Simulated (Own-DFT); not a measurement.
# Point defects and the pressure they add: C40 NbSi2

The numbers are computed, not measured, by runs of the plane-wave DFT program Own-DFT (in-house, retired, unreviewed) at fixed positions, with no spin and no spin-orbit coupling.

Common settings: PBE; PseudoDojo norm-conserving scalar-relativistic files; cutoff 42 hartree; 4 x 4 x 5 k mesh centred on Gamma; cold (Marzari-Vanderbilt) smearing of 0.2 eV.

Keep in mind: forces on such cells failed a check on a denser k mesh; stress not checked against mesh or cutoff.

All runs share one cell, with vectors in Å (0.000, 8.324, 0.000); (-9.613, 0.000, 0.000); (0.000, 0.000, 6.586) and a volume of 527.0 Å³. u is the rms random offset of the atoms per axis. The defect's site can differ from row to row.

```
cell,formula,u (Å),P (GPa)
no defect,Nb12Si24,0.0196,1.50
no defect,Nb12Si24,0.0445,2.21
no defect,Nb12Si24,0.0502,2.54
two Nb vacancies,Nb10Si24,0.0297,-0.25
two Nb vacancies,Nb10Si24,0.0324,-0.07
two Nb vacancies,Nb10Si24,0.0508,?
two Nb vacancies,Nb10Si24,0.0510,0.83
two Nb on a Si site each,Nb14Si22,0.0293,7.66
two Nb on a Si site each,Nb14Si22,0.0305,7.75
two Nb on a Si site each,Nb14Si22,0.0504,8.59
one Si vacancy,Nb12Si23,0.0297,1.13
one Si vacancy,Nb12Si23,0.0492,1.69
one Si vacancy,Nb12Si23,0.0492,2.03
two Si on a Nb site each,Nb10Si26,0.0306,1.61
two Si on a Nb site each,Nb10Si26,0.0461,2.05
two Si on a Nb site each,Nb10Si26,0.0520,2.69
```

## Fit

P = P0 + c u² + a shift for each defect gives P0 = 1.22 GPa, c = 530 ± 41 GPa/Å² and a scatter of 0.13 GPa. The shifts, and each times the cell's volume:

- two Nb on a Si site each: 6.01 ± 0.10 GPa, 19.8 eV (9.9 eV for each of its 2 sites)
- two Si on a Nb site each: -0.12 ± 0.10 GPa, -0.4 eV (-0.2 eV for each of its 2 sites) (not resolved)
- one Si vacancy: -0.62 ± 0.10 GPa, -2.0 eV
- two Nb vacancies: -1.85 ± 0.10 GPa, -6.1 eV (-3.0 eV for each of its 2 sites)

Positive is outwards. The product with the volume (160.2 GPa Å³ to the eV) is nearly free of the cell's size; divided by the bulk modulus at the cell's pressure it gives the volume that the defect adds. The atoms around the defects weren't relaxed, which would change these numbers.

## Prediction

Asked: what pressure belongs in the blank (two Nb vacancies, u = 0.0508 Å)?

From the fit: 0.74 ± 0.15 GPa. Computed: 1.08 GPa.
